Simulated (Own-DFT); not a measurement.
GaP (zincblende, atoms displaced) (calculated)

A calculation, not a measurement: plane-wave PBE density functional theory by an unreviewed code, no spin, of a simulated periodic cell, stress positive in tension, free energy of the whole cell less one offset for each atom, forces on such cells passed a denser k mesh, this cell's mesh not checked; offsets are fitted by least squares, one for each functional and potential file, so energies compare only between cells with the same atoms and settings and are not formation energies; the far tail of each file's local potential was reset to the Coulomb form; each entry is a single point on an unrelaxed cell, so the pressure reflects the starting lattice, mostly measured values (interpolated for alloys), from which strain is counted, and rises with the displacements; printed positions are rounded, which can move forces by about a meV/angstrom; the program, named Own-DFT, is a retired in-house code; no spin-orbit coupling. Program: Own-DFT development build.

Common to all runs: functional PBE; potential files PseudoDojo norm-conserving, scalar-relativistic, standard set; wave cutoff 42 hartree; occupations Fermi-Dirac; smearing width 0.1 eV; hardware one NVIDIA H200; k mesh 2 x 3 x 3 centred on Gamma.

(1) GaP (zincblende, atoms displaced)

```cif
# cell vector a (Å): 16.3515 0.0000 0.0000
# cell vector b (Å): 0.0000 10.9010 0.0000
# cell vector c (Å): 0.0000 0.0000 10.9010
data_GaP
_symmetry_space_group_name_H-M 'P 1'
_symmetry_Int_Tables_number 1
_cell_length_a 16.3515
_cell_length_b 10.9010
_cell_length_c 10.9010
_cell_angle_alpha 90.000
_cell_angle_beta 90.000
_cell_angle_gamma 90.000
_cell_volume 1943.08
loop_
_atom_site_label
_atom_site_type_symbol
_atom_site_fract_x
_atom_site_fract_y
_atom_site_fract_z
_atom_site_occupancy
Ga1 Ga 0.99943 0.99883 0.99908 1
Ga2 Ga 0.99897 0.24769 0.25188 1
Ga3 Ga 0.16622 0.99989 0.25075 1
Ga4 Ga 0.16482 0.24864 0.99938 1
P1 P 0.08334 0.12698 0.12897 1
P2 P 0.08172 0.37264 0.37381 1
P3 P 0.25174 0.12405 0.37680 1
P4 P 0.25069 0.37628 0.12836 1
Ga5 Ga 0.00135 0.00211 0.49944 1
Ga6 Ga 0.99919 0.25179 0.74879 1
Ga7 Ga 0.16674 0.00044 0.75240 1
Ga8 Ga 0.16865 0.25033 0.49933 1
P5 P 0.08490 0.12676 0.62492 1
P6 P 0.08300 0.37610 0.87369 1
P7 P 0.25069 0.12543 0.87959 1
P8 P 0.25136 0.37656 0.62712 1
Ga9 Ga 0.99847 0.49795 0.99978 1
Ga10 Ga 0.00012 0.74749 0.24990 1
Ga11 Ga 0.16643 0.50006 0.24954 1
Ga12 Ga 0.16772 0.74887 0.00037 1
P9 P 0.08388 0.62374 0.12447 1
P10 P 0.08273 0.87566 0.37793 1
P11 P 0.25182 0.62564 0.37191 1
P12 P 0.24946 0.87345 0.12192 1
Ga13 Ga 0.99919 0.49928 0.49974 1
Ga14 Ga 0.99971 0.75154 0.74852 1
Ga15 Ga 0.16694 0.50213 0.75178 1
Ga16 Ga 0.16506 0.75031 0.50220 1
P13 P 0.08307 0.62360 0.62502 1
P14 P 0.08121 0.87773 0.87430 1
P15 P 0.25074 0.62457 0.87366 1
P16 P 0.25058 0.87358 0.62458 1
Ga17 Ga 0.33462 0.00321 0.00011 1
Ga18 Ga 0.33506 0.24618 0.24969 1
Ga19 Ga 0.50047 0.00041 0.24821 1
Ga20 Ga 0.50089 0.24832 0.00201 1
P17 P 0.41665 0.12628 0.12580 1
P18 P 0.41830 0.37442 0.37419 1
P19 P 0.58182 0.12452 0.37555 1
P20 P 0.58140 0.37361 0.12329 1
Ga21 Ga 0.33289 0.99861 0.49750 1
Ga22 Ga 0.33518 0.25422 0.74939 1
Ga23 Ga 0.49864 0.99860 0.74954 1
Ga24 Ga 0.49910 0.24778 0.50281 1
P21 P 0.41705 0.12355 0.62703 1
P22 P 0.41610 0.37797 0.87190 1
P23 P 0.58321 0.12346 0.87490 1
P24 P 0.58428 0.37747 0.62214 1
Ga25 Ga 0.33201 0.49875 0.99688 1
Ga26 Ga 0.33335 0.74908 0.25062 1
Ga27 Ga 0.49934 0.49852 0.25016 1
Ga28 Ga 0.49920 0.74989 0.99931 1
P25 P 0.41786 0.62515 0.12378 1
P26 P 0.41580 0.87905 0.37734 1
P27 P 0.58227 0.62497 0.37745 1
P28 P 0.58203 0.87798 0.12538 1
Ga29 Ga 0.33379 0.50035 0.49759 1
Ga30 Ga 0.33283 0.75158 0.74691 1
Ga31 Ga 0.49959 0.49863 0.75051 1
Ga32 Ga 0.49943 0.75140 0.50010 1
P29 P 0.41646 0.62777 0.62446 1
P30 P 0.41981 0.87866 0.87528 1
P31 P 0.58332 0.62391 0.87312 1
P32 P 0.58335 0.87210 0.62412 1
Ga33 Ga 0.66541 0.99706 0.99848 1
Ga34 Ga 0.66659 0.24868 0.25170 1
Ga35 Ga 0.83498 0.00072 0.24556 1
Ga36 Ga 0.83676 0.25104 0.00313 1
P33 P 0.75168 0.12588 0.12547 1
P34 P 0.74857 0.37576 0.37126 1
P35 P 0.91715 0.12691 0.37521 1
P36 P 0.91832 0.37257 0.12563 1
Ga37 Ga 0.66586 0.99780 0.49835 1
Ga38 Ga 0.66683 0.24996 0.75065 1
Ga39 Ga 0.83216 0.99834 0.75013 1
Ga40 Ga 0.83326 0.25386 0.50187 1
P37 P 0.75090 0.12429 0.62348 1
P38 P 0.74906 0.37233 0.87451 1
P39 P 0.91777 0.12470 0.87584 1
P40 P 0.91748 0.37462 0.62532 1
Ga41 Ga 0.66561 0.49871 0.99817 1
Ga42 Ga 0.66772 0.75210 0.24981 1
Ga43 Ga 0.83173 0.49651 0.25056 1
Ga44 Ga 0.83281 0.74850 0.00074 1
P41 P 0.75028 0.62654 0.12651 1
P42 P 0.74945 0.87433 0.37637 1
P43 P 0.91564 0.62530 0.37481 1
P44 P 0.91637 0.87672 0.12552 1
Ga45 Ga 0.66450 0.50214 0.50015 1
Ga46 Ga 0.66731 0.74995 0.74868 1
Ga47 Ga 0.83245 0.49650 0.75191 1
Ga48 Ga 0.83540 0.74693 0.49730 1
P45 P 0.75122 0.62823 0.62882 1
P46 P 0.74771 0.87704 0.87379 1
P47 P 0.91570 0.61998 0.87441 1
P48 P 0.91561 0.87827 0.62836 1
```

* free energy of cell above offsets: -53.536 eV
* pressure: 2.73 GPa
* stress xx: -2.74 GPa
* stress yy: -2.74 GPa
* stress zz: -2.73 GPa
* stress yz: 0.08 GPa
* stress xz: 0.25 GPa
* stress xy: 0.11 GPa
* wall time: 899.8 s

Force:
```csv
element,x (eV/Å),y (eV/Å),z (eV/Å)
Ga,0.161,0.345,0.379
Ga,0.126,0.122,-0.091
Ga,0.193,-0.113,-0.006
Ga,0.228,0.355,0.32
P,-0.149,-0.386,-0.435
P,0.36,0.3,0.188
P,-0.271,0.067,-0.33
P,-0.079,-0.411,-0.446
Ga,-0.274,0.051,0.322
Ga,0.266,-0.326,0.13
Ga,0.182,0.081,-0.156
Ga,-0.1,0.176,0.118
P,-0.039,-0.022,0.081
P,0.013,-0.107,0.111
P,0.021,0.24,-0.653
P,-0.239,0.087,-0.363
Ga,0.288,0.127,0.056
Ga,0.057,0.297,-0.012
Ga,-0.023,-0.051,0.225
Ga,-0.356,0.084,-0.356
P,-0.201,0.023,-0.112
P,0.024,-0.212,-0.37
P,-0.616,-0.05,0.492
P,0.285,0.33,0.4
Ga,0.13,0.036,-0.099
Ga,-0.156,-0.238,0.173
Ga,-0.022,-0.191,-0.184
Ga,0.349,-0.21,-0.275
P,-0.09,0.075,0.033
P,0.461,-0.554,0.155
P,-0.05,0.345,0.048
P,-0.332,0.394,0.036
Ga,-0.027,-0.409,0.098
Ga,-0.238,0.506,0.228
Ga,-0.254,0.105,0.305
Ga,-0.31,0.131,-0.544
P,0.181,-0.236,-0.141
P,-0.294,-0.235,0.202
P,0.186,0,0.016
P,0.482,0.13,0.34
Ga,0.003,0.232,0.62
Ga,-0.291,-0.553,0.134
Ga,0.617,0.132,-0.168
Ga,0.151,0.23,-0.133
P,-0.371,0.038,-0.18
P,0.329,-0.455,0.617
P,-0.087,0.133,-0.13
P,-0.251,-0.475,0.464
Ga,0.176,0.12,0.434
Ga,0.259,0.346,-0.284
Ga,0.217,0.22,-0.071
Ga,0.325,0.001,-0.001
P,-0.334,-0.126,0.029
P,0.314,-0.517,-0.586
P,-0.002,0.244,-0.58
P,0.206,-0.561,-0.088
Ga,0.09,0.021,0.147
Ga,0.34,0.028,0.482
Ga,0.116,0.333,-0.417
Ga,-0.093,-0.032,-0.089
P,0.057,-0.369,-0.004
P,-0.839,-0.5,0.038
P,-0.009,0.219,0.126
P,-0.036,0.381,0.136
Ga,0.197,0.523,0.31
Ga,-0.209,-0.08,-0.335
Ga,-0.325,0.039,0.726
Ga,-0.462,-0.195,-0.407
P,-0.415,-0.107,-0.273
P,-0.058,-0.018,0.767
P,-0.368,-0.262,0.192
P,-0.117,0.397,0.295
Ga,0.012,0.192,0.189
Ga,-0.143,-0.18,-0.313
Ga,0.007,0.447,0.213
Ga,-0.114,-0.245,-0.345
P,-0.272,0.076,0.044
P,0.3,0.021,0.393
P,-0.238,0.064,-0.215
P,-0.267,0.262,-0.002
Ga,0.14,0.127,0.21
Ga,-0.386,-0.119,0.143
Ga,0.319,0.319,-0.284
Ga,0.058,0.199,-0.27
P,-0.23,-0.406,-0.208
P,0.5,0.144,-0.288
P,0.258,-0.486,-0.251
P,0.246,-0.537,-0.227
Ga,0.667,0.178,0.027
Ga,-0.234,0.034,0.201
Ga,-0.095,0.09,-0.222
Ga,-0.34,0.573,0.551
P,0.061,-0.585,-0.56
P,0.377,-0.458,0.206
P,0.131,0.607,0.053
P,0.235,-0.364,-0.696
```

(2) GaP (zincblende, atoms displaced)

```cif
# cell vector a (Å): 16.3515 0.0000 0.0000
# cell vector b (Å): 0.0000 10.9010 0.0000
# cell vector c (Å): 0.0000 0.0000 10.9010
data_GaP
_symmetry_space_group_name_H-M 'P 1'
_symmetry_Int_Tables_number 1
_cell_length_a 16.3515
_cell_length_b 10.9010
_cell_length_c 10.9010
_cell_angle_alpha 90.000
_cell_angle_beta 90.000
_cell_angle_gamma 90.000
_cell_volume 1943.08
loop_
_atom_site_label
_atom_site_type_symbol
_atom_site_fract_x
_atom_site_fract_y
_atom_site_fract_z
_atom_site_occupancy
Ga1 Ga 0.00016 0.00063 0.99723 1
Ga2 Ga 0.99883 0.25505 0.25405 1
Ga3 Ga 0.16535 0.99982 0.25206 1
Ga4 Ga 0.16718 0.25154 0.00051 1
P1 P 0.08232 0.12673 0.12447 1
P2 P 0.08374 0.37337 0.37603 1
P3 P 0.25039 0.12159 0.37408 1
P4 P 0.25265 0.37646 0.12875 1
Ga5 Ga 0.99986 0.99966 0.50215 1
Ga6 Ga 0.99833 0.24925 0.75178 1
Ga7 Ga 0.16712 0.99959 0.75065 1
Ga8 Ga 0.16842 0.24652 0.50209 1
P5 P 0.08479 0.12606 0.62658 1
P6 P 0.08472 0.37363 0.87550 1
P7 P 0.24892 0.12356 0.87279 1
P8 P 0.25182 0.37654 0.62356 1
Ga9 Ga 0.00017 0.50197 0.99873 1
Ga10 Ga 0.99827 0.75305 0.25051 1
Ga11 Ga 0.16809 0.50296 0.24911 1
Ga12 Ga 0.16782 0.74849 0.00206 1
P9 P 0.08405 0.62371 0.12530 1
P10 P 0.08370 0.87569 0.37585 1
P11 P 0.25074 0.62550 0.37415 1
P12 P 0.24919 0.87448 0.12452 1
Ga13 Ga 0.99980 0.50071 0.49987 1
Ga14 Ga 0.00051 0.75155 0.74906 1
Ga15 Ga 0.16748 0.50139 0.74856 1
Ga16 Ga 0.16518 0.75074 0.50050 1
P13 P 0.08372 0.62258 0.62570 1
P14 P 0.08333 0.87598 0.87618 1
P15 P 0.25053 0.62654 0.87638 1
P16 P 0.24950 0.87738 0.62365 1
Ga17 Ga 0.33241 0.00028 0.00158 1
Ga18 Ga 0.33315 0.24823 0.25328 1
Ga19 Ga 0.50120 0.00156 0.24767 1
Ga20 Ga 0.49966 0.24751 0.99670 1
P17 P 0.41432 0.12346 0.12326 1
P18 P 0.41759 0.37500 0.37441 1
P19 P 0.58609 0.12480 0.37422 1
P20 P 0.58296 0.37707 0.12717 1
Ga21 Ga 0.33146 0.99957 0.50039 1
Ga22 Ga 0.33171 0.25148 0.75144 1
Ga23 Ga 0.49918 0.00198 0.75269 1
Ga24 Ga 0.49845 0.24989 0.49945 1
P21 P 0.41582 0.12244 0.62343 1
P22 P 0.41644 0.37285 0.87834 1
P23 P 0.58331 0.12242 0.87462 1
P24 P 0.58344 0.37408 0.62069 1
Ga25 Ga 0.33374 0.49908 0.00236 1
Ga26 Ga 0.33434 0.75044 0.24727 1
Ga27 Ga 0.49969 0.50192 0.24680 1
Ga28 Ga 0.49847 0.74905 0.99938 1
P25 P 0.41615 0.62370 0.12677 1
P26 P 0.41732 0.87498 0.37667 1
P27 P 0.58519 0.62759 0.37495 1
P28 P 0.58310 0.87601 0.12550 1
Ga29 Ga 0.33328 0.49749 0.50000 1
Ga30 Ga 0.33165 0.75090 0.74793 1
Ga31 Ga 0.49984 0.49914 0.75218 1
Ga32 Ga 0.49934 0.74856 0.50097 1
P29 P 0.41696 0.62493 0.62127 1
P30 P 0.41966 0.87497 0.87503 1
P31 P 0.58372 0.62580 0.87542 1
P32 P 0.58232 0.87621 0.62615 1
Ga33 Ga 0.66624 0.00032 0.99837 1
Ga34 Ga 0.66525 0.25075 0.24858 1
Ga35 Ga 0.83439 0.99878 0.24895 1
Ga36 Ga 0.83282 0.25075 0.99652 1
P33 P 0.74847 0.12459 0.12722 1
P34 P 0.75114 0.37385 0.37292 1
P35 P 0.91647 0.12037 0.38018 1
P36 P 0.91582 0.37696 0.12770 1
Ga37 Ga 0.66622 0.99942 0.49881 1
Ga38 Ga 0.66853 0.25086 0.75129 1
Ga39 Ga 0.83222 0.00080 0.74875 1
Ga40 Ga 0.83435 0.24843 0.49943 1
P37 P 0.75093 0.12436 0.62376 1
P38 P 0.75049 0.37672 0.87402 1
P39 P 0.91744 0.12610 0.87764 1
P40 P 0.91872 0.37531 0.62735 1
Ga41 Ga 0.66728 0.50087 0.99899 1
Ga42 Ga 0.66435 0.75012 0.25019 1
Ga43 Ga 0.83463 0.50127 0.24825 1
Ga44 Ga 0.83174 0.75051 0.99983 1
P41 P 0.75037 0.62277 0.12498 1
P42 P 0.74897 0.87284 0.37731 1
P43 P 0.91776 0.62582 0.37133 1
P44 P 0.91666 0.87765 0.12769 1
Ga45 Ga 0.66612 0.49899 0.49963 1
Ga46 Ga 0.66561 0.75244 0.74914 1
Ga47 Ga 0.83365 0.49961 0.75102 1
Ga48 Ga 0.83319 0.74882 0.49922 1
P45 P 0.74900 0.62551 0.62757 1
P46 P 0.74993 0.87808 0.87761 1
P47 P 0.91737 0.62551 0.87300 1
P48 P 0.91530 0.87624 0.62278 1
```

- stress zz: ?
- stress yy: ?
- stress xx: ?

Questions
1. GaP (zincblende, atoms displaced) (entry 2): stress zz?
2. Estimate the stress yy of GaP (zincblende, atoms displaced) (entry 2).
3. Give the missing stress xx for GaP (zincblende, atoms displaced) (entry 2).
4. Give the table of force values for GaP (zincblende, atoms displaced) (entry 2).

Answers
1. -2.69 GPa
2. -2.72 GPa
3. -2.71 GPa
4. 
Force:
```csv
element,x (eV/Å),y (eV/Å),z (eV/Å)
Ga,0.056,-0.006,0.493
Ga,-0.091,-0.682,-0.151
Ga,-0.026,0.067,-0.448
Ga,0.205,-0.105,0.217
P,-0.002,0.03,0.262
P,0.395,0.345,0.156
P,-0.143,0.267,0.147
P,-0.412,-0.299,-0.236
Ga,0.362,0.016,0.088
Ga,0.506,0.045,-0.005
Ga,-0.221,-0.052,-0.081
Ga,-0.055,0.287,-0.244
P,-0.361,-0.191,0.085
P,-0.183,0.298,-0.164
P,0.192,0.215,0.415
P,-0.367,-0.224,0.224
Ga,0.044,-0.283,0.11
Ga,0.54,-0.14,-0.161
Ga,-0.184,-0.354,0.267
Ga,-0.31,0.12,-0.137
P,-0.303,0.366,0.051
P,-0.286,-0.081,0.056
P,0.004,0.157,0.222
P,0.051,0.148,0.201
Ga,0.091,-0.113,-0.128
Ga,-0.055,0.031,-0.093
Ga,0.072,-0.231,0.291
Ga,0.257,-0.216,-0.044
P,-0.125,0.417,-0.119
P,0.168,-0.292,-0.1
P,0.088,-0.261,-0.155
P,-0.2,-0.334,0.166
Ga,-0.006,-0.276,-0.454
Ga,0.198,0.069,-0.172
Ga,-0.241,-0.012,0.316
Ga,0.181,0.051,0.585
P,0.404,0.297,0.277
P,-0.068,0.033,-0.107
P,-0.625,0.144,0.059
P,-0.063,-0.292,-0.646
Ga,0.394,-0.119,-0.186
Ga,0.303,-0.246,-0.188
Ga,0.064,-0.152,-0.449
Ga,0.259,-0.296,-0.099
P,-0.072,0.394,0.315
P,-0.069,0.263,-0.4
P,0.2,0.514,-0.086
P,-0.119,-0.059,0.679
Ga,-0.019,0.094,-0.159
Ga,-0.097,0.16,0.403
Ga,0.215,-0.003,0.615
Ga,0.314,-0.034,0.29
P,0.058,0.249,-0.415
P,-0.052,0.118,-0.295
P,-0.547,-0.454,0.067
P,-0.05,-0.224,-0.342
Ga,0.18,0.333,-0.333
Ga,0.443,0.041,0.064
Ga,0.015,-0.027,-0.31
Ga,0.288,0.246,-0.165
P,-0.224,-0.228,0.619
P,-0.873,-0.012,-0.002
P,-0.062,-0.036,-0.038
P,-0.079,0.083,-0.124
Ga,0.007,0.016,0.458
Ga,0.259,0.091,0.141
Ga,-0.473,0.16,0.484
Ga,-0.069,-0.02,0.684
P,0.294,0.111,-0.415
P,-0.016,0.175,0.174
P,0.114,0.491,-0.678
P,0.172,-0.217,-0.628
Ga,0.086,-0.082,0.247
Ga,-0.289,-0.135,-0.348
Ga,0.244,0.037,0.232
Ga,-0.008,0.273,0.149
P,-0.294,0.147,0.09
P,-0.09,-0.094,0.131
P,-0.353,-0.236,-0.441
P,-0.451,-0.005,-0.317
Ga,-0.144,-0.103,0.142
Ga,0.515,0.105,-0.194
Ga,-0.282,-0.071,0.264
Ga,0.332,-0.045,0.137
P,-0.198,0.423,0.053
P,0.172,0.131,-0.448
P,-0.187,-0.075,0.515
P,0.04,-0.278,-0.718
Ga,0.349,0.101,-0.154
Ga,0.144,0.048,0.218
Ga,0.059,0.152,-0.244
Ga,-0.055,-0.167,0.034
P,0.166,-0.139,-0.226
P,-0.013,-0.307,-0.433
P,-0.158,0.206,0.232
P,0.171,-0.256,0.353
```

Further results for GaP (zincblende, atoms displaced) (entry 2):

- free energy of cell above offsets: -53.637 eV
- pressure: 2.71 GPa
- stress yz: 0.28 GPa
- stress xz: -0.09 GPa
- stress xy: 0.13 GPa
- wall time: 967 s
